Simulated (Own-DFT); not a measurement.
# Strain and stress in wurtzite GaN, 72 atoms (Ga36N36)

Calculated results; nothing here was measured. The program, named Own-DFT, is a retired in-house plane-wave density functional code that no person has reviewed. Each row is one single-point run on a periodic cell that was not relaxed, without spin or spin-orbit coupling.

Settings of every run: PBE; PseudoDojo norm-conserving scalar-relativistic files (stringent for Ga); cutoff 96 hartree; 4 x 4 x 3 k mesh centred on Gamma; Gaussian smearing of 0.01 eV.

Known limits: forces not confirmed at this smearing and k mesh; stress not checked against mesh or cutoff.

Unstrained cell vectors in Å: (9.567, 0.000, 0.000); (-4.784, 8.285, 0.000); (0.000, 0.000, 10.370). The unstrained cell has measured lattice constants (interpolated for alloys), not those of this functional. That, the random moves and any unrelaxed bonds set the pressure at no strain. Each run strains this cell uniformly, with the atoms carried along. Every atom was also moved at random, by a Gaussian of width 0.05 Å on each axis. Strain is the symmetric tensor, in per cent. Stress is positive in tension, and the pressure is minus a third of its trace.

```
run,e_xx (%),e_yy (%),e_zz (%),s_xx (GPa),s_yy (GPa),s_zz (GPa),P (GPa),E (meV/atom)
1,1.50,1.50,0.00,1.40,-1.09,-6.35,2.01,23.2
2,1.75,1.75,0.00,2.81,0.60,-5.01,0.53,0.0
3,-1.00,-1.00,0.00,-12.80,-12.54,-9.40,11.58,45.3
4,-3.00,-3.00,0.00,-24.34,-26.02,-13.53,21.30,87.5
5,0.75,0.75,0.00,-3.23,-2.72,-5.87,3.94,3.5
6,2.75,2.75,0.00,6.11,5.57,-4.98,-2.23,16.2
7,3.00,3.00,0.00,6.87,7.25,-5.54,-2.86,25.5
8,-0.25,-0.25,0.00,-7.84,-8.37,-8.03,8.08,19.5
9,0.25,0.25,0.00,?,?,?,?,?
```

E is the free energy for each atom above the lowest run shown.

## Worked fit

The change of volume is close to e_xx + e_yy + e_zz. A straight line through the runs shown gives P = 8.11 - 199 x (fractional change of volume) GPa, with an error of 10 on the slope and a scatter of 1.07 GPa. The strain isn't the same on all axes and the cell isn't cubic, so the slope belongs to this path and is not the bulk modulus.

## Withheld run

Question: what pressure should run 9 give? Its volume changes by 0.50 %.

The line gives 7.1 GPa. The calculation gave 6.37 GPa.
